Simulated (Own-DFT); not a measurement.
# Shaking the atoms of beta-Si3N4, 42 atoms (N24Si18)

These are calculations, not measurements. They come from Own-DFT, an in-house plane-wave density functional program, since retired, whose code no person has reviewed. Each row is one single-point run on a periodic cell that was not relaxed, without spin or spin-orbit coupling.

Settings of every run: PBEsol; PseudoDojo norm-conserving scalar-relativistic files, made for PBE; cutoff 42 hartree; 3 x 3 x 3 k mesh centred on Gamma; Fermi-Dirac smearing of 0.1 eV.

Known limits, some of them of some rows only: some atoms lie very close together; forces on such cells passed a denser k mesh, each cell not checked; stress not checked against mesh or cutoff.

Cell vectors in Å: (7.606, 0.000, 0.000); (-3.803, 6.587, 0.000); (0.000, 0.000, 8.727). In each run every atom was moved at random and independently from its ideal site; u is the rms move along one axis. E is the free energy for each atom above the fitted value at u = 0, and F the rms of the force components.

```
run,u (Å),E (meV/atom),F (eV/Å),largest force (eV/Å),P (GPa)
1,0.0183,16.3,0.812,2.51,3.00
2,0.0192,20.3,0.893,3.56,3.07
3,0.0210,23.3,0.921,2.99,3.34
4,0.0446,93.9,1.813,6.16,5.37
5,0.0454,?,?,?,?
6,0.0499,123.6,2.072,6.42,6.27
7,0.0881,366.1,3.886,13.57,13.32
8,0.0905,422.9,4.669,18.98,15.49
9,0.0950,520.0,5.365,28.87,17.41
10,0.1432,1018.0,8.851,51.01,27.90
```

## Worked fit

For small independent moves the energy grows as E = (3/2) K u², with K the mean stiffness felt by one atom. The runs with u up to 0.11 Å give K = 34.1 ± 1.3 eV/Å², with residuals divided by u² + 0.0006 Å², since the noise grows with the moves. The scatter is 10.2 meV/atom at u = 0.05 Å. The forces follow F = G u with G = 46.4 eV/Å²; no force at u = 0 is resolved. G exceeds K because the moves of its neighbours add to the force on an atom, and stiffness differs between atoms. At u = 0.143 Å the parabola gives 1048 meV/atom and the run 1018. The pressure follows P = 2.43 + 1563 u² GPa: at fixed volume, shortened bonds push harder than stretched ones pull.

## Withheld run

Question: what energy and rms force should run 5 give?

The fit gives 105 ± 10 meV/atom and about 2.11 eV/Å. The calculation gave 94.2 meV/atom and 1.927 eV/Å.
